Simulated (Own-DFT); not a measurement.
Simulation results for Hf32O63 (monoclinic hafnia with one neutral oxygen vacancy, atoms displaced), Hf16O31 (monoclinic hafnia with two neutral oxygen vacancies, strained, atoms displaced)

A calculation, not a measurement: plane-wave PBE and HSE06 DFT by an unreviewed code, no spin, of a simulated cell at Gamma alone, so results move with cell size and shape, stress positive in tension, energies less offsets, not probed for a lower state with spin; hafnium file: forces about 75 meV/angstrom off all-electron values; oxygen file: force components 24 meV/angstrom off all-electron in a glass; k mesh not checked against a denser one; forces and stress are PBE's, HSE06 gives the energy alone, and its difference from PBE has offsets of its own; offsets are fitted by least squares, one for each functional and potential file, so energies compare only between cells with the same atoms and settings and are not formation energies; the far tail of each file's local potential was reset to the Coulomb form; each entry is a single point on an unrelaxed cell, so the pressure reflects the starting lattice, mostly measured values, from which strain is counted, and rises with the displacements; printed positions are rounded, which can move forces by about a meV/angstrom; the program is a retired in-house code; no spin-orbit coupling. Program: Own-DFT development build.

Settings shared by all entries: first functional PBE; second functional HSE06; exact exchange share 0.25; screening 0.11 1/bohr; exchange divergence Gygi-Baldereschi; potential files PseudoDojo norm-conserving, scalar-relativistic, made for PBE, standard set; wave cutoff 48 hartree; occupations fixed; k mesh 1 x 1 x 1 centred on Gamma.

(1) Hf32O63 (monoclinic hafnia with one neutral oxygen vacancy, atoms displaced)

```
cell vectors (Å)
  10.2340     0.0000     0.0000
   0.0000    10.3500     0.0000
  -1.6955     0.0000    10.4453
atoms (fractions of the cell vectors)
Hf  0.14376  0.02652  0.10120
Hf  0.36010  0.26939  0.14139
Hf  0.35987  0.48090  0.39428
Hf  0.13839  0.22592  0.35354
O   0.03775  0.17058  0.16544
O   0.46561  0.41811  0.07425
O   0.45904  0.34062  0.32821
O   0.03397  0.08363  0.42183
O   0.22830  0.37274  0.23815
O   0.27654  0.12900  0.00994
O   0.27169  0.12115  0.26196
O   0.22907  0.36915  0.49190
Hf  0.13754  0.02846  0.60711
Hf  0.36513  0.27747  0.64140
Hf  0.36078  0.47962  0.90243
Hf  0.12921  0.21907  0.85411
O   0.02555  0.16383  0.67335
O   0.46548  0.41693  0.58673
O   0.46685  0.34276  0.82778
O   0.03032  0.08573  0.91784
O   0.22549  0.37363  0.73764
O   0.27196  0.13651  0.49678
O   0.27748  0.12525  0.75826
O   0.22145  0.37014  0.99778
Hf  0.14391  0.52510  0.10021
Hf  0.36258  0.77619  0.15274
Hf  0.35807  0.98259  0.39101
Hf  0.13758  0.72879  0.35783
O   0.04121  0.64843  0.17461
O   0.46784  0.92325  0.07566
O   0.46268  0.83108  0.33009
O   0.04659  0.58396  0.42212
O   0.22217  0.87543  0.24685
O   0.27323  0.63549  0.01521
O   0.27043  0.62351  0.26324
O   0.21984  0.86488  0.48878
Hf  0.13806  0.52218  0.60424
Hf  0.35162  0.76465  0.64369
Hf  0.36515  0.98471  0.88815
Hf  0.13849  0.73462  0.85520
O   0.04312  0.66686  0.67314
O   0.47264  0.91403  0.58328
O   0.46115  0.83797  0.82190
O   0.03383  0.57850  0.93084
O   0.21861  0.86736  0.74147
O   0.28122  0.62913  0.51886
O   0.27405  0.61878  0.76053
O   0.22350  0.87480  0.99170
Hf  0.64572  0.02603  0.10696
Hf  0.86276  0.27197  0.14811
Hf  0.85724  0.48847  0.39485
Hf  0.64085  0.22784  0.35502
O   0.53455  0.16027  0.18086
O   0.96799  0.41556  0.07582
O   0.95618  0.33410  0.32754
O   0.52768  0.09336  0.41885
O   0.73066  0.37450  0.23691
O   0.77186  0.12555  0.01228
O   0.77718  0.11654  0.26944
O   0.72032  0.36283  0.48901
Hf  0.62924  0.01872  0.59874
Hf  0.85433  0.26095  0.65085
Hf  0.87196  0.48316  0.89381
Hf  0.62949  0.23259  0.85642
O   0.54529  0.16408  0.66541
O   0.96054  0.41289  0.57800
O   0.97299  0.33282  0.82879
O   0.52779  0.08600  0.91108
O   0.72456  0.37420  0.73453
O   0.78133  0.13529  0.51453
O   0.78205  0.11891  0.76416
O   0.71893  0.37315  0.99027
Hf  0.63241  0.52553  0.09352
Hf  0.86356  0.77368  0.14541
Hf  0.86606  0.97709  0.39428
Hf  0.63111  0.72894  0.34971
O   0.54520  0.66086  0.17854
O   0.97145  0.91611  0.07671
O   0.95520  0.83095  0.32672
O   0.53706  0.57992  0.43192
O   0.72058  0.87704  0.23621
O   0.77312  0.62922  0.01141
O   0.77818  0.62562  0.25484
O   0.73076  0.87071  0.49304
Hf  0.63748  0.51800  0.60245
Hf  0.85933  0.77813  0.65374
Hf  0.86111  0.97892  0.90539
Hf  0.63963  0.73234  0.85594
O   0.53764  0.68420  0.66226
O   0.96556  0.91281  0.58117
O   0.96361  0.83417  0.83013
O   0.54391  0.58492  0.93486
O   0.73487  0.88501  0.73796
O   0.77613  0.63152  0.51545
O   0.72678  0.87351  0.99302
```

Results for Hf32O63 (monoclinic hafnia with one neutral oxygen vacancy, atoms displaced): PBE energy of cell above offsets -89.944 eV; HSE06 less PBE above offsets 0.122 eV; PBE pressure 5.89 GPa; PBE stress xx -6.08 GPa; PBE stress yy -5.74 GPa; PBE stress zz -5.84 GPa; PBE stress yz -0.32 GPa; PBE stress xz 0.14 GPa; PBE stress xy 0.04 GPa.

Force:
| element | x (eV/Å) | y (eV/Å) | z (eV/Å) |
| --- | --- | --- | --- |
| Hf | -0.769 | -1.058 | 0.513 |
| Hf | 0.374 | 1.001 | 1.463 |
| Hf | -0.108 | -0.389 | 0.246 |
| Hf | -1.014 | 2.218 | -0.584 |
| O | -0.045 | -0.444 | 0.404 |
| O | -0.866 | -0.933 | 0.396 |
| O | 1.393 | -1.026 | -0.393 |
| O | 0.311 | -0.277 | 0.397 |
| O | -0.62 | 0.701 | 0.11 |
| O | 0.049 | -0.006 | -0.244 |
| O | 0.692 | -0.567 | -1.034 |
| O | -0.308 | 0.409 | -0.635 |
| Hf | -0.719 | -1.272 | -0.827 |
| Hf | -0.791 | -0.972 | 0.498 |
| Hf | -0.544 | -0.302 | -1.303 |
| Hf | 1.661 | 3.009 | -0.67 |
| O | 1.888 | -1.145 | 0.09 |
| O | 0.455 | 1.007 | -0.81 |
| O | -0.076 | -0.388 | -0.182 |
| O | -0.226 | -1.35 | 1.317 |
| O | 0.041 | 0.528 | 0.316 |
| O | 0.337 | -1.27 | 1.863 |
| O | -0.314 | -0.9 | -0.535 |
| O | 0.931 | -0.333 | -1.561 |
| Hf | -0.605 | -2.462 | 1.685 |
| Hf | 0.374 | 0.018 | -1.432 |
| Hf | 0.186 | -0.247 | 1.575 |
| Hf | -0.166 | -0.169 | -0.748 |
| O | -2.708 | 3.294 | 0.755 |
| O | -0.546 | -0.844 | 0.346 |
| O | -0.067 | 0.446 | -0.052 |
| O | -1.687 | -1.078 | 0.275 |
| O | 0.394 | 1.027 | -1.188 |
| O | 1.095 | 0.068 | -0.608 |
| O | 1.532 | -0.177 | 0.34 |
| O | 0.611 | 1.498 | 0.654 |
| Hf | -1.011 | -1.665 | 0.541 |
| Hf | 1.881 | 1.189 | 0.764 |
| Hf | -0.63 | -1.714 | 0.995 |
| Hf | -0.31 | -0.631 | -0.016 |
| O | -1.368 | 0.564 | 0.444 |
| O | -2.27 | -0.108 | -1.339 |
| O | 0.566 | -0.421 | 0.649 |
| O | 1.47 | 2.106 | -1.63 |
| O | -0.056 | 2.079 | -0.468 |
| O | -0.208 | -0.945 | -1.334 |
| O | 0.629 | -0.175 | 0.986 |
| O | 0.216 | 0.187 | 0.136 |
| Hf | -1.729 | -1.091 | 0.542 |
| Hf | 0.445 | 1.521 | -0.539 |
| Hf | 0.695 | -1.771 | 0.548 |
| Hf | 0.084 | 1.224 | 0.35 |
| O | -0.189 | 0.44 | -1.134 |
| O | -0.733 | -0.497 | -0.065 |
| O | 1.502 | -0.37 | 0.335 |
| O | -0.314 | -1.307 | 0.417 |
| O | -1.416 | 0.789 | 0.345 |
| O | 0.294 | 0.644 | 0.167 |
| O | 0.163 | 0.224 | -1.225 |
| O | -0.099 | 1.764 | -0.119 |
| Hf | 2.424 | -0.25 | 0.191 |
| Hf | 0.203 | 2.017 | -0.86 |
| Hf | -2.03 | -1.819 | 0.487 |
| Hf | 2.2 | 0.448 | -0.822 |
| O | -2.025 | 2.113 | 1.111 |
| O | 0.55 | 0.831 | -0.232 |
| O | -0.887 | 0.645 | 0.13 |
| O | 0.867 | 0.324 | 1.01 |
| O | -0.268 | 0.989 | 1.02 |
| O | -0.801 | -1.85 | -1.323 |
| O | -0.672 | 0.147 | 0.806 |
| O | 0.631 | -0.695 | -0.633 |
| Hf | 3.052 | -2.423 | 3.467 |
| Hf | 0.08 | -1.53 | 0.112 |
| Hf | -1.383 | -0.043 | 1.662 |
| Hf | 1.788 | -0.324 | 1.945 |
| O | -2.994 | 1.749 | -0.134 |
| O | 0.09 | -0.138 | 0.623 |
| O | 1.661 | -0.825 | -0.292 |
| O | -0.306 | 0.623 | -1.663 |
| O | -0.005 | 0.389 | -0.064 |
| O | 1.279 | 0.868 | -0.871 |
| O | 0.149 | -0.299 | 0.98 |
| O | -0.603 | 0.242 | -1.091 |
| Hf | 0.447 | 0.676 | 1.079 |
| Hf | 0.791 | -1.377 | -1.654 |
| Hf | -0.083 | 0.456 | -2.197 |
| Hf | -0.511 | -0.142 | -1.065 |
| O | 0.762 | -1.521 | 1.174 |
| O | 1.289 | 1.106 | -0.28 |
| O | 0.569 | -0.314 | 0.654 |
| O | -2.347 | 1.293 | -3.887 |
| O | -1.545 | -0.274 | 1.263 |
| O | 0.18 | -0.41 | -0.165 |
| O | -0.31 | -0.328 | -0.26 |

(2) Hf16O31 (monoclinic hafnia with two neutral oxygen vacancies, strained, atoms displaced)

```
cell vectors (Å)
  10.0698     0.0771     0.1140
   0.0780    10.2519     0.1628
  -1.5519     0.1515    10.3937
atoms (fractions of the cell vectors)
Hf  0.13464  0.03408  0.09882
Hf  0.36085  0.26275  0.14953
Hf  0.37549  0.49026  0.38905
Hf  0.13684  0.23045  0.34279
O   0.02991  0.15791  0.16671
O   0.46162  0.33303  0.32314
O   0.04004  0.08146  0.42666
O   0.21929  0.38075  0.23776
O   0.26285  0.13459  0.00605
O   0.28440  0.12258  0.26479
O   0.23135  0.37519  0.49316
Hf  0.14847  0.02638  0.60806
Hf  0.35116  0.27972  0.64860
Hf  0.35486  0.48698  0.88697
Hf  0.13237  0.23995  0.86001
O   0.02706  0.16004  0.65869
O   0.46698  0.41910  0.58279
O   0.46935  0.33936  0.82288
O   0.03614  0.08402  0.92612
O   0.23180  0.38763  0.73728
O   0.28076  0.12247  0.50244
O   0.28572  0.12427  0.75815
Hf  0.13668  0.52056  0.11113
Hf  0.36665  0.76433  0.15695
Hf  0.34957  0.97702  0.39700
Hf  0.14680  0.73745  0.35827
O   0.03680  0.66917  0.17079
O   0.45057  0.91168  0.07187
O   0.46148  0.83509  0.32603
O   0.03957  0.59640  0.42894
O   0.23096  0.86850  0.23623
O   0.27496  0.64468  0.00281
O   0.28297  0.61558  0.24834
O   0.22350  0.86366  0.48159
Hf  0.13522  0.52703  0.59780
Hf  0.36090  0.78403  0.63821
Hf  0.35655  0.96207  0.88572
Hf  0.13259  0.72926  0.85465
O   0.04057  0.66512  0.66418
O   0.45679  0.92261  0.58545
O   0.46213  0.82628  0.82585
O   0.03814  0.58521  0.94334
O   0.22302  0.87241  0.73141
O   0.27976  0.62264  0.51170
O   0.28817  0.60758  0.74916
O   0.21517  0.86405  0.98776
Hf  0.64444  0.02121  0.10377
Hf  0.85557  0.28252  0.15337
Hf  0.86140  0.47500  0.38507
Hf  0.64320  0.23206  0.36038
O   0.53084  0.16566  0.17090
O   0.94708  0.39796  0.08094
O   0.97019  0.32681  0.32844
O   0.54836  0.08569  0.41904
O   0.72754  0.37793  0.23404
O   0.77494  0.14552  0.00754
O   0.77192  0.11742  0.25565
O   0.70982  0.36948  0.47345
Hf  0.63683  0.00587  0.59763
Hf  0.85854  0.26591  0.64819
Hf  0.85449  0.46043  0.89948
Hf  0.64059  0.22971  0.85902
O   0.53939  0.16431  0.68022
O   0.96532  0.41472  0.57944
O   0.97247  0.33543  0.82204
O   0.53181  0.08622  0.91768
O   0.70664  0.36617  0.73495
O   0.77643  0.12604  0.51662
O   0.78300  0.13332  0.75102
O   0.72260  0.36786  0.98119
Hf  0.63200  0.53264  0.10233
Hf  0.86585  0.77621  0.14021
Hf  0.85702  0.96215  0.39898
Hf  0.63323  0.73515  0.35339
O   0.52445  0.65796  0.17541
O   0.95204  0.91638  0.06640
O   0.96557  0.83196  0.32525
O   0.54987  0.59352  0.42909
O   0.71709  0.87211  0.23272
O   0.77305  0.62372  0.99980
O   0.77140  0.61199  0.24739
O   0.72374  0.86511  0.50442
Hf  0.62652  0.53318  0.60714
Hf  0.87278  0.76787  0.64338
Hf  0.85916  0.97663  0.89400
Hf  0.64695  0.72597  0.86117
O   0.52457  0.67107  0.67299
O   0.96734  0.90937  0.59048
O   0.96225  0.84498  0.82731
O   0.53859  0.58034  0.91703
O   0.71928  0.87285  0.74735
O   0.78589  0.62422  0.51975
O   0.78091  0.62923  0.75933
O   0.73958  0.87745  0.98617
```

Results for Hf16O31 (monoclinic hafnia with two neutral oxygen vacancies, strained, atoms displaced): PBE energy of cell above offsets -76.860 eV; HSE06 less PBE above offsets 0.456 eV; PBE pressure 16.09 GPa; PBE stress xx -16.9 GPa; PBE stress yy -17.55 GPa; PBE stress zz -13.82 GPa; PBE stress yz 3.94 GPa; PBE stress xz 3.45 GPa; PBE stress xy 1.79 GPa.

Force:
| element | x (eV/Å) | y (eV/Å) | z (eV/Å) |
| --- | --- | --- | --- |
| Hf | 1.01 | -4.235 | -0.433 |
| Hf | 1.159 | 1.457 | -1.614 |
| Hf | -1.155 | -2.513 | 1.587 |
| Hf | 1.191 | -1.02 | 2.747 |
| O | -0.832 | 1.98 | 1.849 |
| O | 0.192 | 0.435 | 0.38 |
| O | -0.783 | -0.977 | -0.796 |
| O | -0.251 | -1.01 | 0.182 |
| O | 1.192 | 0.937 | 0.781 |
| O | -0.805 | -0.708 | -1.047 |
| O | -0.419 | -0.642 | -1.826 |
| Hf | -2.19 | 1.037 | -0.666 |
| Hf | 4.004 | -1.84 | -0.401 |
| Hf | 1.587 | -2.187 | 1.819 |
| Hf | 3.663 | -2.154 | -0.676 |
| O | 1.454 | 0.213 | 1.498 |
| O | 0.309 | 0.842 | -1.401 |
| O | -1.431 | 0.938 | 0.962 |
| O | -0.547 | 0.69 | -1.211 |
| O | -2.605 | -0.937 | 1.401 |
| O | -0.342 | 0.839 | 0.833 |
| O | -1.641 | -0.92 | 0.071 |
| Hf | 1.403 | 0.279 | -1.52 |
| Hf | -2.337 | 1.994 | -4.998 |
| Hf | 2.518 | 2.07 | -1.3 |
| Hf | -0.938 | -2.921 | -1.903 |
| O | -0.19 | 0.028 | 0.818 |
| O | 2.09 | 0.978 | 0.224 |
| O | 1.082 | -0.022 | 1.542 |
| O | -1.466 | -0.853 | -2.037 |
| O | -1.95 | 2.279 | 0.986 |
| O | 0.155 | -2.065 | 0.159 |
| O | -1.205 | -0.108 | 1.949 |
| O | -0.435 | 1.467 | 1.508 |
| Hf | 1.205 | -2.794 | 0.444 |
| Hf | -1.13 | -5.756 | 1.96 |
| Hf | 0.634 | 2.651 | 2.266 |
| Hf | 0.553 | -0.482 | 0.885 |
| O | -0.496 | 1.518 | 2.332 |
| O | 1.148 | 1.903 | -1.978 |
| O | 0.397 | -0.128 | 0.019 |
| O | -1.349 | -0.322 | -2.367 |
| O | -0.759 | 0.587 | 0.702 |
| O | 1.183 | 1.793 | -1.58 |
| O | -1.694 | 3.197 | -0.371 |
| O | -0.232 | 1.374 | -0.85 |
| Hf | -2.148 | 1.883 | -1.595 |
| Hf | -2.967 | -8.444 | -0.347 |
| Hf | -0.262 | 1.07 | 3.135 |
| Hf | -0.429 | -1.284 | -1.494 |
| O | 0.842 | -0.278 | -0.463 |
| O | 6.598 | 6.446 | -2.719 |
| O | -1.557 | 1.64 | 0.125 |
| O | -2.567 | -2.675 | 0.278 |
| O | -2.134 | 1.624 | 0.899 |
| O | 0.295 | -2.159 | 1.086 |
| O | 0.387 | -1.369 | 1.317 |
| O | 1.755 | 1.887 | 1.666 |
| Hf | -0.738 | 5.066 | 3.137 |
| Hf | -0.476 | 0.92 | -2.576 |
| Hf | 0.959 | 3.282 | -1.929 |
| Hf | -1.93 | -1.076 | -2.504 |
| O | -0.373 | -0.924 | -1.517 |
| O | -0.208 | 0.392 | -1.168 |
| O | -2.466 | 1.471 | 0.126 |
| O | -0.59 | -1.958 | 1.421 |
| O | 2.061 | 2.911 | -0.249 |
| O | 0.754 | -0.513 | -1.302 |
| O | -0.543 | -3.182 | 2.854 |
| O | -1.465 | 1.31 | 1.721 |
| Hf | 0.197 | -2.774 | -1.202 |
| Hf | -0.238 | -2.318 | 0.314 |
| Hf | 1.456 | 4.229 | 0.466 |
| Hf | 2.446 | -0.089 | -0.02 |
| O | 1.941 | -0.387 | 1.337 |
| O | 3.067 | 1.291 | 2.059 |
| O | -0.342 | 0.239 | -0.097 |
| O | -2.323 | -1.266 | -1.061 |
| O | 0.3 | -0.061 | 0.995 |
| O | 0.769 | 0.679 | 1.784 |
| O | 0.182 | 1.19 | 1.381 |
| O | 0.226 | -1.093 | -2.812 |
| Hf | 1.989 | -2.206 | 1.906 |
| Hf | -3.105 | -2.045 | 1.756 |
| Hf | 0.45 | 3.87 | -2.534 |
| Hf | -0.34 | 1.064 | -2.115 |
| O | 1.297 | -0.028 | 0.097 |
| O | 1.776 | 2.529 | -2.509 |
| O | 1.89 | -2.461 | -0.687 |
| O | -0.856 | -0.494 | 1.026 |
| O | 0.183 | 1.111 | -1.087 |
| O | -0.046 | 0.195 | -1.877 |
| O | -0.506 | -2.026 | 0.877 |
| O | -4.15 | -2.074 | 1.175 |
